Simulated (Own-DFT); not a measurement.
# Which defects push the lattice out? grey tin

No measurement is shown. These are fixed-geometry runs of a retired plane-wave code named Own-DFT, which no person has reviewed; spin and spin-orbit coupling are neglected.

Common settings: PBE; PseudoDojo norm-conserving scalar-relativistic files; cutoff 42 hartree; 3 x 3 x 3 k mesh centred on Gamma; cold (Marzari-Vanderbilt) smearing of 0.2 eV.

Keep in mind (not all hold for every row): not probed for a lower state with spin; forces on such cells moved up to 12 meV/angstrom on a denser k mesh; stress not checked against mesh or cutoff.

All runs share one cell, with vectors in Å (12.978, 0.000, 0.000); (0.000, 12.978, 0.000); (0.000, 0.000, 12.978) and a volume of 2185.9 Å³. Atoms were moved at random from their sites; u is the rms move along one axis. The defect's site can differ from row to row.

```
cell,formula,u (Å),P (GPa)
no defect,Sn64,0.0207,3.38
no defect,Sn64,0.0507,3.62
no defect,Sn64,0.0519,3.61
one Sn vacancy,Sn63,0.0306,3.25
one Sn vacancy,Sn63,0.0311,3.26
one Sn vacancy,Sn63,0.0498,3.36
one Sn vacancy,Sn63,0.0522,?
two Sn vacancies,Sn62,0.0285,3.12
two Sn vacancies,Sn62,0.0317,3.15
two Sn vacancies,Sn62,0.0487,3.33
```

## Analysis

P = P0 + c u² + a shift for each defect gives P0 = 3.34 GPa, c = 103 ± 11 GPa/Å² and a scatter of 0.03 GPa. The shifts, and each times the cell's volume:

- one Sn vacancy: -0.20 ± 0.02 GPa, -2.7 eV
- two Sn vacancies: -0.28 ± 0.02 GPa, -3.9 eV (-1.9 eV for each of its 2 sites)

Positive is outwards. The product with the volume (160.2 GPa Å³ to the eV) is nearly free of the cell's size; divided by the bulk modulus at the cell's pressure it gives the volume that the defect adds. The atoms around the defects weren't relaxed, which would change these numbers.

## The run left out

The question: what pressure belongs in the blank (one Sn vacancy, u = 0.0522 Å)?

From the fit: 3.42 ± 0.03 GPa. DFT gave 3.51 GPa.
